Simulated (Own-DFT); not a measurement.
# Strain and stress in hcp Ru, 36 atoms (Ru36)

All numbers below are calculated, not measured. They come from Own-DFT, an in-house plane-wave density functional program, since retired, whose code no person has reviewed. Each row is one single-point run on a periodic cell that was not relaxed, without spin or spin-orbit coupling.

Settings of every run: PBE; PseudoDojo norm-conserving scalar-relativistic files; cutoff 50 hartree; 5 x 5 x 4 k mesh centred on Gamma; cold (Marzari-Vanderbilt) smearing of 0.2 eV.

Known limits: forces on such cells failed a check on a denser k mesh; stress not checked against mesh or cutoff.

Unstrained cell vectors in Å: (8.118, 0.000, 0.000); (-4.059, 7.030, 0.000); (0.000, 0.000, 8.563). The unstrained cell has measured lattice constants (interpolated for alloys), not those of this functional. That, the random moves and any unrelaxed bonds set the pressure at no strain. Each run strains this cell uniformly, with the atoms carried along. Every atom was also moved at random, by a Gaussian of width 0.05 Å on each axis. Strain is the symmetric tensor, in per cent. Stress is positive in tension, and the pressure is minus a third of its trace.

```
run  e_xx (%)  e_yy (%)  e_zz (%)  e_yz (%)  e_xz (%)  e_xy (%)  s_xx (GPa)  s_yy (GPa)  s_zz (GPa)  s_yz (GPa)  s_xz (GPa)  s_xy (GPa)  P (GPa)  E (meV/atom)
  1     -1.84      1.80     -0.58      0.50      0.86      0.93      -17.16       -2.49      -11.74        1.78        3.66        4.10    10.46          33.5
  2      1.06     -1.16     -1.05      0.43     -0.87     -0.15       -4.84      -15.53      -14.75        1.57       -3.47       -0.15    11.71          16.9
  3     -0.08     -1.37      1.23     -1.20      0.86     -1.13       -9.38      -14.57       -2.56       -3.96        2.69       -5.39     8.84          31.1
  4      0.11     -0.69      1.96      0.56     -0.92      1.11       -4.24       -8.67        4.13        1.83       -3.18        4.78     2.93          11.8
  5     -1.39     -1.93     -0.60      0.30     -0.01      1.94      -22.80      -26.44      -19.29        1.12        0.12        9.39    22.84          73.4
  6     -1.04      1.90     -0.18      1.83      0.60     -1.63      -11.53       -0.59       -8.82        7.13        2.25       -6.16     6.98          46.2
  7      1.95      1.76      1.66      1.57     -0.06      1.48        9.04        8.11        8.52        4.90       -0.42        4.59    -8.56          14.5
  8      1.74      1.14     -1.93      1.87     -1.40      0.80       -0.29       -1.76      -15.53        6.96       -5.91        2.26     5.86          35.8
  9     -0.15     -0.49      1.16     -0.79     -0.86      0.96       -6.58       -8.33       -1.05       -2.91       -2.91        4.09     5.32           0.0
 10     -0.65      1.23     -0.83      1.01      0.76     -1.70      -11.51       -4.85      -12.30        4.40        3.20       -6.34     9.55          37.2
 11     -1.23     -0.58     -1.73      0.79     -1.50      0.02      -21.03      -17.29      -25.21        3.14       -6.64       -0.32    21.18          56.0
 12      1.48     -1.00     -1.79      1.35      1.16      1.02       -5.32      -15.10      -20.03        6.20        4.66        3.39    13.48          46.1
 13     -1.25      0.57     -0.81      1.01     -1.00      0.92      -16.09       -8.89      -14.81        4.13       -3.98        4.11    13.27          32.2
 14      1.64     -1.99      0.83     -0.12      0.69     -0.08       -1.30      -14.99       -3.66       -0.22        2.59        0.34     6.65          28.7
 15      1.39      0.75     -1.93     -1.03     -0.90      0.67       -0.89       -4.94      -16.75       -4.52       -3.33        2.51     7.53          22.9
 16      1.69      0.95      1.88      0.85     -1.83      0.03           ?           ?           ?           ?           ?           ?        ?             ?
```

E is the free energy for each atom above the lowest run shown.

## Worked fit

Each stress component was fitted by least squares to a constant and the strains of the runs shown, as fractions, with shears doubled. Shear strains stay in the fit of a normal stress only where such slopes are resolved. The slopes, in GPa:

```
stress,at no strain,per e_xx,per e_yy,per e_zz,scatter
s_xx,-8.3,606 ± 20,193 ± 20,199 ± 20,0.99
s_yy,-8.7,212 ± 19,596 ± 19,193 ± 19,0.94
s_zz,-8.4,193 ± 18,189 ± 18,673 ± 18,0.90
```

Each shear stress against twice its own strain: yz 195 ± 6, xz 201 ± 6, xy 203 ± 10 GPa. These are stiffnesses along x, y and z of the frame in which the cell vectors are given, which need not be the crystal's axes. The atoms are held to the strained lattice; where symmetry lets them move under strain, relaxing them would lower some slopes. The table should be nearly symmetric about its diagonal, and what it lacks of that shows the noise. A ninth of its sum, 339 ± 9 GPa, estimates the bulk modulus near the mean pressure of these runs, 9.2 GPa, so it lies above the value at zero pressure.

## Withheld run

Question: what normal stresses and pressure should run 16 give?

The fit gives s_xx = 7.5, s_yy = 4.2, s_zz = 9.3 and P = -7.0 GPa. The calculation gave 6.86, 3.72, 7.10 and P = -5.89 GPa.
